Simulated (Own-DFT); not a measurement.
Simulation results for Hf36O71 (tetragonal hafnia with one neutral oxygen vacancy, atoms displaced)

Computed with Own-DFT development build. A calculation, not a measurement: plane-wave PBE and HSE06 DFT by an unreviewed code, no spin, of a simulated cell at Gamma alone, so results move with cell size and shape, stress positive in tension, energies less offsets, not probed for a lower state with spin; hafnium file: forces about 75 meV/angstrom off all-electron values; oxygen file: force components 24 meV/angstrom off all-electron in a glass; k mesh not checked against a denser one; forces and stress are PBE's, HSE06 gives the energy alone, and its difference from PBE has offsets of its own; offsets are fitted by least squares, one for each functional and potential file, so energies compare only between cells with the same atoms and settings and are not formation energies; the far tail of each file's local potential was reset to the Coulomb form; each entry is a single point on an unrelaxed cell, so the pressure reflects the starting lattice, taken from the Materials Project, from which strain is counted, and rises with the displacements; printed positions are rounded, which can move forces by about a meV/angstrom; the program is a retired in-house code; no spin-orbit coupling.

Settings shared by all entries: first functional PBE; second functional HSE06; exact exchange share 0.25; screening 0.11 1/bohr; exchange divergence Gygi-Baldereschi; potential files PseudoDojo norm-conserving, scalar-relativistic, made for PBE, standard set; wave cutoff 48 hartree; occupations fixed; k mesh 1 x 1 x 1 centred on Gamma.

```json
{"entry": 1, "formula": "Hf36O71", "kind": "tetragonal hafnia with one neutral oxygen vacancy, atoms displaced", "structure": {"cell_angstrom": [[10.78, 0.0, 0.0], [0.0, 10.78, 0.0], [0.0, 0.0, 10.4493]], "atoms_fractional": [["Hf", 0.00295, 0.00074, 0.00552], ["Hf", 0.16847, 0.16227, 0.24449], ["O", 0.0099, 0.17304, 0.15186], ["O", 0.17484, 0.99833, 0.35399], ["O", 0.00696, 0.16403, 0.39681], ["O", 0.16841, 0.99164, 0.10039], ["Hf", 0.00179, 0.99937, 0.5003], ["Hf", 0.15817, 0.16705, 0.74904], ["O", 0.00181, 0.16484, 0.6488], ["O", 0.16774, 0.00418, 0.85032], ["O", 0.00224, 0.17147, 0.90329], ["O", 0.1664, 0.00447, 0.59003], ["Hf", 0.99981, 0.33835, 0.99972], ["Hf", 0.16397, 0.49803, 0.24401], ["O", 0.00296, 0.49086, 0.14625], ["O", 0.17228, 0.34257, 0.34168], ["O", 0.99864, 0.50398, 0.39781], ["O", 0.165, 0.33224, 0.0976], ["Hf", 0.00058, 0.34013, 0.5027], ["Hf", 0.16462, 0.49274, 0.74693], ["O", 0.00265, 0.50484, 0.66303], ["O", 0.16969, 0.32741, 0.85041], ["O", 0.99497, 0.49701, 0.89393], ["O", 0.17221, 0.3402, 0.59364], ["Hf", 0.00452, 0.65989, 0.00728], ["Hf", 0.1686, 0.83801, 0.24583], ["O", 0.99856, 0.84305, 0.15311], ["O", 0.16981, 0.66637, 0.34794], ["O", 0.99941, 0.83667, 0.40737], ["O", 0.16018, 0.66299, 0.10555], ["Hf", 0.00378, 0.65436, 0.50053], ["Hf", 0.16981, 0.83926, 0.75226], ["O", 0.00686, 0.8272, 0.65578], ["O", 0.16463, 0.67295, 0.84996], ["O", 0.99829, 0.8302, 0.90136], ["O", 0.16653, 0.67114, 0.59056], ["Hf", 0.3386, 0.00675, 0.99714], ["Hf", 0.50281, 0.1703, 0.24694], ["O", 0.32885, 0.15791, 0.15836], ["O", 0.49223, 0.99324, 0.35269], ["O", 0.33336, 0.17111, 0.40665], ["O", 0.4974, 0.99564, 0.09719], ["Hf", 0.32845, 0.98973, 0.4992], ["Hf", 0.50807, 0.16776, 0.75032], ["O", 0.33217, 0.16758, 0.64879], ["O", 0.50036, 0.99928, 0.85192], ["O", 0.33014, 0.15963, 0.90603], ["O", 0.49983, 0.0023, 0.59522], ["Hf", 0.32758, 0.33725, 0.00145], ["Hf", 0.50142, 0.50132, 0.25361], ["O", 0.33272, 0.5, 0.15453], ["O", 0.49489, 0.3402, 0.34981], ["O", 0.33023, 0.50149, 0.40534], ["O", 0.49469, 0.33139, 0.09925], ["Hf", 0.33014, 0.33814, 0.49939], ["Hf", 0.5066, 0.4975, 0.75911], ["O", 0.33082, 0.4999, 0.65815], ["O", 0.50308, 0.32734, 0.84921], ["O", 0.33815, 0.49796, 0.90817], ["O", 0.49523, 0.32597, 0.60157], ["Hf", 0.33336, 0.67259, 0.00026], ["Hf", 0.50815, 0.83353, 0.25415], ["O", 0.33869, 0.83158, 0.1547], ["O", 0.50412, 0.66358, 0.34849], ["O", 0.32847, 0.83812, 0.41108], ["O", 0.51105, 0.66373, 0.09993], ["Hf", 0.3348, 0.66422, 0.49643], ["Hf", 0.49893, 0.82843, 0.75053], ["O", 0.33196, 0.82785, 0.6484], ["O", 0.49784, 0.67251, 0.84899], ["O", 0.33364, 0.83904, 0.90262], ["O", 0.50032, 0.66453, 0.59862], ["Hf", 0.6627, 0.00108, 0.99404], ["Hf", 0.82256, 0.16891, 0.24781], ["O", 0.66589, 0.17308, 0.15265], ["O", 0.82625, 0.99964, 0.35002], ["O", 0.66708, 0.16802, 0.40335], ["O", 0.83432, 0.99787, 0.10212], ["Hf", 0.66849, 0.99555, 0.50301], ["Hf", 0.82835, 0.16351, 0.75244], ["O", 0.66847, 0.16371, 0.65099], ["O", 0.67045, 0.16098, 0.89776], ["O", 0.83613, 0.99623, 0.58997], ["Hf", 0.66137, 0.33548, 0.99902], ["Hf", 0.82958, 0.50926, 0.25072], ["O", 0.67281, 0.50393, 0.15166], ["O", 0.83366, 0.33507, 0.34404], ["O", 0.66647, 0.50268, 0.40432], ["O", 0.83437, 0.331, 0.0962], ["Hf", 0.66503, 0.33806, 0.49862], ["Hf", 0.83645, 0.5004, 0.74484], ["O", 0.66603, 0.50086, 0.64472], ["O", 0.82287, 0.33622, 0.85437], ["O", 0.66518, 0.497, 0.90542], ["O", 0.82923, 0.34301, 0.60018], ["Hf", 0.66769, 0.66105, 0.99455], ["Hf", 0.83675, 0.82851, 0.25659], ["O", 0.668, 0.83385, 0.1543], ["O", 0.83413, 0.66854, 0.34968], ["O", 0.6685, 0.84354, 0.39914], ["O", 0.8278, 0.6611, 0.09756], ["Hf", 0.65463, 0.66866, 0.49438], ["Hf", 0.83733, 0.84427, 0.75475], ["O", 0.66966, 0.84151, 0.6567], ["O", 0.83588, 0.67289, 0.84734], ["O", 0.67417, 0.83337, 0.8988], ["O", 0.8312, 0.66989, 0.59446]]}, "results": {"PBE_energy_of_cell_above_offsets [eV]": "-97.068", "HSE06_less_PBE_above_offsets [eV]": "0.092", "PBE_pressure [GPa]": 1.89, "PBE_stress_xx [GPa]": -1.71, "PBE_stress_yy [GPa]": -1.56, "PBE_stress_zz [GPa]": -2.41, "PBE_stress_yz [GPa]": -0.06, "PBE_stress_xz [GPa]": -0.2, "PBE_stress_xy [GPa]": -0.02, "force_element": ["Hf", "Hf", "O", "O", "O", "O", "Hf", "Hf", "O", "O", "O", "O", "Hf", "Hf", "O", "O", "O", "O", "Hf", "Hf", "O", "O", "O", "O", "Hf", "Hf", "O", "O", "O", "O", "Hf", "Hf", "O", "O", "O", "O", "Hf", "Hf", "O", "O", "O", "O", "Hf", "Hf", "O", "O", "O", "O", "Hf", "Hf", "O", "O", "O", "O", "Hf", "Hf", "O", "O", "O", "O", "Hf", "Hf", "O", "O", "O", "O", "Hf", "Hf", "O", "O", "O", "O", "Hf", "Hf", "O", "O", "O", "O", "Hf", "Hf", "O", "O", "O", "Hf", "Hf", "O", "O", "O", "O", "Hf", "Hf", "O", "O", "O", "O", "Hf", "Hf", "O", "O", "O", "O", "Hf", "Hf", "O", "O", "O", "O"], "force_x [eV/angstrom]": [-0.47, -0.669, -2.0, -0.444, -0.295, 0.291, 0.219, 2.319, -1.513, -0.496, -0.79, -0.457, -0.765, 0.89, -1.342, -0.55, -0.085, 0.911, -0.19, 1.759, -0.307, 0.052, 0.559, -2.778, -1.56, 0.137, 0.178, -0.228, -0.146, 1.43, -0.537, -0.858, -0.73, 0.609, -0.229, 0.57, -0.786, -1.924, 1.986, 0.594, 0.154, 1.316, 1.339, -2.44, -0.331, 0.292, 0.503, 0.065, -0.066, -0.467, 0.481, 0.883, 0.786, 0.433, 1.366, -1.077, 1.142, 0.309, 0.039, 1.439, 0.155, -0.407, -0.288, -0.139, 0.427, -1.795, -1.65, 0.214, 0.591, 0.137, 0.065, -0.135, 0.623, 2.767, -0.991, 0.383, -0.342, -0.539, -0.716, 0.822, 0.701, 0.232, 0.05, 1.546, 0.927, -1.572, -0.149, 0.078, -0.815, -0.594, -1.217, -0.712, 0.216, -0.866, 1.299, 0.754, -0.296, 0.3, -0.209, -0.587, 1.721, 2.41, 0.616, -0.765, -0.554, -0.148, -0.08], "force_y [eV/angstrom]": [-0.207, 0.446, -0.725, -0.033, 1.234, 0.244, 0.325, -1.091, 0.878, -0.302, -0.746, -0.415, -1.201, 0.807, 0.905, -1.451, -1.694, 0.454, -2.254, 1.163, -0.407, 1.42, 0.536, 0.337, 0.978, -0.16, -1.035, 0.073, -1.314, 0.48, 3.986, -0.547, 0.862, -1.472, 1.145, -1.053, -1.289, -0.826, 0.348, 1.327, -0.135, 0.725, 4.123, -1.314, 0.139, -0.158, 2.714, -0.34, -1.141, -0.273, 0.174, -0.699, 0.567, -0.076, -2.197, -0.151, 0.321, 1.003, 0.869, 0.829, 0.126, 0.912, -1.078, 0.906, -3.838, -0.173, 0.832, 2.233, 0.352, -1.659, -0.946, 0.303, -1.776, -0.648, -0.201, 0.459, 0.372, 0.983, 1.261, 0.229, 0.32, 0.865, 0.274, -1.1, -1.479, -1.028, 0.453, -0.087, -0.171, -0.783, 1.085, -0.053, -0.494, 0.554, -0.14, 1.924, 2.433, -0.02, -0.547, -2.851, 0.098, 0.54, -1.1, -0.321, -1.433, 0.49, -0.782], "force_z [eV/angstrom]": [-0.326, 2.725, -0.537, -1.446, 1.104, -0.087, -0.95, -0.281, 0.17, -0.331, -0.351, 1.909, 0.474, 0.965, 0.082, 0.65, 0.05, -0.387, -1.634, 1.38, -2.66, -0.376, 0.823, 0.988, -2.175, 1.291, 0.16, -0.559, -0.673, -0.793, 0.733, -0.298, 0.394, 0.225, 1.092, 0.569, 0.914, 1.96, -1.114, -1.217, -0.486, 0.452, 0.807, -1.784, 1.885, -0.378, -0.318, 0.635, 0.079, -1.252, -0.161, -0.347, -0.461, 0.064, -0.396, -1.561, 0.26, 0.578, -0.309, -0.163, 0.623, -0.988, 0.023, 0.624, -1.964, -0.53, 0.684, -1.024, 0.907, 0.494, -0.062, 0.331, 1.033, 0.818, -1.026, -0.748, -0.463, -1.406, 0.121, 0.348, 0.121, 0.188, 1.906, 0.605, -0.41, 0.089, 0.537, -0.983, -0.132, 0.418, 1.044, 1.274, -1.273, -1.216, -0.411, 0.677, -0.71, 0.028, 0.024, 0.061, 0.419, 1.374, -0.436, -0.372, -0.407, 0.569, -0.391]}}
{"entry": 2, "formula": "Hf36O71", "kind": "tetragonal hafnia with one neutral oxygen vacancy, atoms displaced", "structure": {"cell_angstrom": [[10.78, 0.0, 0.0], [0.0, 10.78, 0.0], [0.0, 0.0, 10.4493]], "atoms_fractional": [["Hf", 0.00049, 0.99887, 0.00096], ["Hf", 0.16769, 0.17022, 0.24706], ["O", 0.00249, 0.16678, 0.15742], ["O", 0.16474, 0.00316, 0.34394], ["O", 0.00062, 0.17285, 0.40278], ["O", 0.16447, 0.99378, 0.09552], ["Hf", 0.99942, 0.99989, 0.50317], ["Hf", 0.16563, 0.17192, 0.74572], ["O", 0.00262, 0.16586, 0.64935], ["O", 0.16703, 0.99939, 0.84378], ["O", 0.99571, 0.16445, 0.9032], ["O", 0.16581, 0.99449, 0.59611], ["Hf", 0.99442, 0.32927, 0.99811], ["Hf", 0.16803, 0.50156, 0.251], ["O", 0.00147, 0.49962, 0.15157], ["O", 0.16753, 0.33533, 0.35134], ["O", 0.00066, 0.50248, 0.40615], ["O", 0.1617, 0.33386, 0.09754], ["Hf", 0.00148, 0.3349, 0.49385], ["Hf", 0.16257, 0.49981, 0.74713], ["O", 0.99419, 0.49982, 0.65105], ["O", 0.16374, 0.32807, 0.84826], ["O", 0.00376, 0.49365, 0.90751], ["O", 0.16669, 0.33343, 0.59868], ["Hf", 0.00242, 0.6735, 0.9976], ["Hf", 0.16404, 0.83549, 0.24654], ["O", 0.00134, 0.83426, 0.156], ["O", 0.16477, 0.67107, 0.34973], ["O", 0.99944, 0.83024, 0.39997], ["O", 0.16869, 0.66621, 0.09373], ["Hf", 0.99748, 0.66815, 0.49446], ["Hf", 0.16495, 0.83374, 0.74517], ["O", 0.00157, 0.83575, 0.65232], ["O", 0.16819, 0.66315, 0.84326], ["O", 0.99994, 0.83631, 0.90503], ["O", 0.16627, 0.66345, 0.59525], ["Hf", 0.33095, 0.9994, 0.00435], ["Hf", 0.50049, 0.16637, 0.25323], ["O", 0.33554, 0.16459, 0.15109], ["O", 0.49716, 0.99997, 0.34714], ["O", 0.33392, 0.16815, 0.40192], ["O", 0.49942, 0.99877, 0.09793], ["Hf", 0.33992, 0.00189, 0.5044], ["Hf", 0.4998, 0.16178, 0.75121], ["O", 0.33114, 0.17223, 0.655], ["O", 0.49821, 0.00092, 0.84966], ["O", 0.33572, 0.1645, 0.90038], ["O", 0.49957, 0.00123, 0.59499], ["Hf", 0.33133, 0.33463, 0.00438], ["Hf", 0.5, 0.50293, 0.24711], ["O", 0.3351, 0.4979, 0.15477], ["O", 0.50085, 0.33743, 0.34773], ["O", 0.33425, 0.50143, 0.39963], ["O", 0.4983, 0.33491, 0.09509], ["Hf", 0.33411, 0.33015, 0.4976], ["Hf", 0.50501, 0.49798, 0.74553], ["O", 0.33671, 0.49676, 0.65256], ["O", 0.49718, 0.33395, 0.84735], ["O", 0.33323, 0.49891, 0.90144], ["O", 0.50973, 0.33202, 0.59453], ["Hf", 0.33737, 0.66394, 0.00447], ["Hf", 0.4981, 0.83471, 0.25312], ["O", 0.33499, 0.82953, 0.15683], ["O", 0.50202, 0.67412, 0.34978], ["O", 0.33733, 0.83297, 0.40163], ["O", 0.50183, 0.67335, 0.09772], ["Hf", 0.33292, 0.66186, 0.49814], ["Hf", 0.50466, 0.83082, 0.75205], ["O", 0.32843, 0.83526, 0.65216], ["O", 0.50344, 0.66986, 0.84884], ["O", 0.33258, 0.83965, 0.89769], ["O", 0.50143, 0.67017, 0.59548], ["Hf", 0.66704, 0.00112, 0.00045], ["Hf", 0.83215, 0.16457, 0.25175], ["O", 0.6623, 0.1675, 0.14821], ["O", 0.83114, 0.99991, 0.34787], ["O", 0.66388, 0.1639, 0.40839], ["O", 0.83541, 0.99506, 0.09773], ["Hf", 0.6644, 0.00495, 0.50197], ["Hf", 0.83083, 0.17131, 0.75468], ["O", 0.66985, 0.16466, 0.64965], ["O", 0.66891, 0.16827, 0.90178], ["O", 0.83085, 0.00465, 0.60217], ["Hf", 0.66602, 0.33114, 0.00131], ["Hf", 0.83547, 0.49843, 0.24564], ["O", 0.66894, 0.50666, 0.14712], ["O", 0.83113, 0.32946, 0.34322], ["O", 0.66287, 0.49787, 0.40651], ["O", 0.83432, 0.33394, 0.0963], ["Hf", 0.66544, 0.32914, 0.50568], ["Hf", 0.836, 0.49665, 0.7504], ["O", 0.66374, 0.50559, 0.65495], ["O", 0.83452, 0.33276, 0.84906], ["O", 0.66688, 0.50239, 0.90134], ["O", 0.828, 0.33006, 0.59753], ["Hf", 0.6627, 0.6653, 0.99771], ["Hf", 0.83389, 0.83391, 0.24618], ["O", 0.66933, 0.83365, 0.14801], ["O", 0.83687, 0.66323, 0.34255], ["O", 0.66327, 0.83651, 0.39817], ["O", 0.83203, 0.66323, 0.09724], ["Hf", 0.66832, 0.66166, 0.50139], ["Hf", 0.8329, 0.83564, 0.74923], ["O", 0.67073, 0.83103, 0.6509], ["O", 0.83193, 0.66721, 0.84785], ["O", 0.66842, 0.83583, 0.90254], ["O", 0.83177, 0.66588, 0.59677]]}, "results": {"PBE_energy_of_cell_above_offsets [eV]": "-100.515", "HSE06_less_PBE_above_offsets [eV]": "-0.123", "PBE_pressure [GPa]": 1.22, "PBE_stress_xx [GPa]": -1.68, "PBE_stress_yy [GPa]": -0.15, "PBE_stress_zz [GPa]": -1.84, "PBE_stress_yz [GPa]": -0.23, "PBE_stress_xz [GPa]": 0.02, "PBE_stress_xy [GPa]": 0.05, "force_element": ["Hf", "Hf", "O", "O", "O", "O", "Hf", "Hf", "O", "O", "O", "O", "Hf", "Hf", "O", "O", "O", "O", "Hf", "Hf", "O", "O", "O", "O", "Hf", "Hf", "O", "O", "O", "O", "Hf", "Hf", "O", "O", "O", "O", "Hf", "Hf", "O", "O", "O", "O", "Hf", "Hf", "O", "O", "O", "O", "Hf", "Hf", "O", "O", "O", "O", "Hf", "Hf", "O", "O", "O", "O", "Hf", "Hf", "O", "O", "O", "O", "Hf", "Hf", "O", "O", "O", "O", "Hf", "Hf", "O", "O", "O", "O", "Hf", "Hf", "O", "O", "O", "Hf", "Hf", "O", "O", "O", "O", "Hf", "Hf", "O", "O", "O", "O", "Hf", "Hf", "O", "O", "O", "O", "Hf", "Hf", "O", "O", "O", "O"], "force_x [eV/angstrom]": [-0.019, -0.063, -0.802, -0.114, -0.155, 0.441, 0.125, -0.116, -0.827, -0.382, -0.525, 0.37, 1.061, -0.706, 0.149, 0.162, 0.099, 0.809, -0.386, 0.631, 0.786, 0.11, -0.27, -0.083, -0.792, 1.007, -0.385, 0.217, -0.176, -0.095, 0.094, 1.084, -1.123, -0.531, -0.371, -0.281, 0.502, -0.273, -0.424, -0.052, 0.173, -0.002, -1.936, -0.285, 0.997, 0.654, -0.039, 0.408, -0.126, 1.118, -0.369, -0.272, -0.071, 0.435, 0.164, -1.287, -0.276, 0.521, -0.046, -2.44, -0.511, 0.99, -0.754, -0.173, -0.222, -0.532, 0.16, -0.932, 1.43, -0.162, 0.192, -0.43, -0.248, 0.384, 0.792, 0.337, -0.149, -0.235, 1.127, 0.723, -0.907, 0.326, 0.535, -0.406, -0.145, -0.729, 0.1, 0.211, -0.792, 1.04, -0.702, 1.415, -0.133, -0.139, 1.22, 1.318, -1.097, -0.314, -0.224, 0.506, 0.826, -0.386, -0.143, -0.563, 0.563, 0.191, 0.627], "force_y [eV/angstrom]": [0.495, -0.368, -0.208, -0.066, -1.18, 0.275, 0.236, -1.214, 0.149, 0.597, -0.368, 0.477, 0.429, 0.375, 0.082, 0.066, -0.695, -0.151, -0.192, -0.255, -0.253, 0.854, 1.295, 0.24, -1.681, 0.281, -0.43, -0.821, 1.167, 0.025, 0.162, 0.39, -0.124, 0.579, -0.133, -0.329, 0.019, 0.063, 0.303, 0.893, -0.167, 0.073, -1.431, 0.81, -0.22, -0.246, 0.433, 0.246, -0.536, 0.251, 0.291, -0.639, -0.521, 0.195, 0.905, 0.192, 0.008, -0.456, 0.184, -0.025, 0.938, 0.094, 0.102, -1.982, 0.433, -0.709, 1.431, 0.259, -0.032, -0.696, -1.432, -0.086, -0.748, -0.031, 0.062, 0.314, 0.755, 0.583, -1.912, -1.78, -0.06, -0.191, -0.44, 0.888, 0.452, -0.607, 0.544, -0.035, -0.219, 0.628, 1.162, -0.206, 0.49, -1.146, 0.427, 0.473, -0.529, 0.155, 0.317, -0.22, 0.417, 1.161, 0.243, 0.316, -0.13, 0.223, -0.006], "force_z [eV/angstrom]": [-0.565, 0.691, -0.486, -0.106, -0.149, 0.378, -0.25, 0.804, 0.329, 0.107, -0.105, -0.524, 0.279, -0.015, 0.721, -0.322, -0.917, 0.336, 1.214, 0.331, 0.258, -0.067, -0.825, -0.461, 0.282, 1.19, -1.05, -0.721, 0.256, 0.383, 0.764, 0.728, -0.298, 0.209, -0.461, -0.001, -1.373, -0.364, 0.298, 0.353, 0.081, 0.092, -1.057, 0.543, -0.92, -0.467, 0.736, 1.135, -1.509, 1.03, -0.497, -0.482, -0.043, 0.446, 0.621, 1.209, -0.278, -0.414, 0.757, 0.915, -1.541, -0.154, -0.693, -0.509, 0.595, 0.323, 0.362, -0.302, -0.087, -0.026, 1.103, 0.411, 0.168, -0.256, 0.631, 0.071, -1.352, -0.423, -0.195, -0.905, 0.839, -0.33, -0.114, -0.231, -0.103, 0.648, 0.233, -0.4, 0.215, -1.622, 0.247, -0.442, 0.171, -0.018, 0.346, 0.253, 0.521, 0.343, 0.383, 0.733, -0.503, -0.735, 0.306, 0.351, -0.426, -0.467, -0.165]}}
```
